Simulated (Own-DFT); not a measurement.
# Same atoms, different arrangement: C34N2Si36, 72 atoms

Calculated results; nothing here was measured. They come from Own-DFT, an in-house plane-wave density functional program, since retired, whose code no person has reviewed. Each row is one single-point run on a periodic cell that was not relaxed, without spin or spin-orbit coupling.

Settings of every run: PBE; PseudoDojo norm-conserving scalar-relativistic files; cutoff 42 hartree; 4 x 4 x 3 k mesh centred on Gamma; Fermi-Dirac smearing of 0.1 eV.

Known limits: not probed for a lower state with spin; forces on such cells passed a denser k mesh, each cell not checked; stress not checked against mesh or cutoff.

All cells hold the same atoms in the same cell, with vectors in Å (9.248, 0.000, 0.000); (-4.624, 8.009, 0.000); (0.000, 0.000, 10.068). Every atom was moved at random from its ideal site; u is the rms move along one axis. The defect's site can differ from row to row. E is the free energy of the cell above the lowest run. The arrangements:

- A: 4H SiC, with two N on a C site each, 3.1 Å apart
- B: 2H SiC, with two N on a C site each, 3.1 Å apart

```
arrangement,u (Å),E (eV),P (GPa)
A,0.0273,0.000,2.53
A,0.0295,0.342,2.73
A,0.0300,0.743,2.80
A,0.0486,3.871,3.90
A,0.0511,4.278,3.88
A,0.0525,5.697,4.47
B,0.0287,1.135,2.85
B,0.0300,1.385,3.00
B,0.0313,1.422,2.95
B,0.0469,4.947,4.11
B,0.0488,4.693,4.10
B,0.0513,5.177,4.11
```

Question: once the cost of the random moves is taken out, how do the arrangements rank?

## Worked answer

Fit E = a + b u², with one b for all and one a for each arrangement, and with residuals divided by u², since the noise grows with the moves. Then b = 2450 eV/Å², the scatter at u = 0.04 Å is 0.28 eV, and against A:

- B: 0.83 ± 0.12 eV (higher)

These are energies of unrelaxed cells. Relaxing the atoms lowers the strained arrangements most, so the gaps would shrink and small ones could change sign.
